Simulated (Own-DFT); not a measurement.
# One host, several defects: 2H SiC

The numbers are computed, not measured, by runs of the plane-wave DFT program Own-DFT (in-house, retired, unreviewed) at fixed positions, with no spin and no spin-orbit coupling.

Method: PBE; PseudoDojo norm-conserving scalar-relativistic files; cutoff 42 hartree; 4 x 4 x 3 k mesh centred on Gamma; Fermi-Dirac smearing of 0.1 eV.

Known weak points (not all hold for every row): not probed for a lower state with spin; forces on such cells moved up to 12 meV/angstrom on a denser k mesh; forces on such cells passed a denser k mesh, each cell not checked; stress not checked against mesh or cutoff.

All runs share one cell, with vectors in Å (9.248, 0.000, 0.000); (-4.624, 8.009, 0.000); (0.000, 0.000, 10.068) and a volume of 745.7 Å³. u is the rms random offset of the atoms per axis. The defect's site can differ from row to row.

| cell | formula | u (Å) | P (GPa) |
|---|---|---|---|
| no defect | C36Si36 | 0.0298 | 3.92 |
| no defect | C36Si36 | 0.0614 | 5.78 |
| no defect | C36Si36 | 0.0639 | 6.52 |
| one C vacancy | C35Si36 | 0.0289 | 3.76 |
| one C vacancy | C35Si36 | 0.0294 | 3.80 |
| one C vacancy | C35Si36 | 0.0332 | 3.97 |
| one C on a Si site | C37Si35 | 0.0304 | 1.63 |
| one C on a Si site | C37Si35 | 0.0312 | 1.95 |
| one C on a Si site | C37Si35 | 0.0531 | 3.50 |
| one Si on a C site | C35Si37 | 0.0291 | 10.01 |
| one Si on a C site | C35Si37 | 0.0495 | 12.03 |
| one Si on a C site | C35Si37 | 0.0518 | 11.79 |
| two N on a C site each | C34N2Si36 | 0.0298 | 3.07 |
| two N on a C site each | C34N2Si36 | 0.0308 | 3.08 |
| two N on a C site each | C34N2Si36 | 0.0458 | 4.05 |
| two N on a C site each | C34N2Si36 | 0.0496 | ? |

## Fit

P = P0 + c u² + a shift for each defect gives P0 = 2.94 GPa, c = 846 ± 67 GPa/Å² and a scatter of 0.23 GPa. The shifts, and each times the cell's volume:

- one Si on a C site: 6.65 ± 0.19 GPa, 31.0 eV
- one C vacancy: 0.11 ± 0.23 GPa, 0.5 eV (not resolved)
- two N on a C site each: -0.65 ± 0.21 GPa, -3.0 eV (-1.5 eV for each of its 2 sites)
- one C on a Si site: -1.91 ± 0.21 GPa, -8.9 eV

A positive shift means that the defect pushes the cell outwards. Shift times volume (160.2 GPa Å³ is 1 eV) depends little on the cell's size, so, taken for each site, it can be compared between cells at like pressure. The atoms around the defects weren't relaxed, which would change these numbers.

## Prediction

Asked: what pressure belongs in the blank (two N on a C site each, u = 0.0496 Å)?

Estimate: 4.37 ± 0.27 GPa. The run itself gave 3.70 GPa.
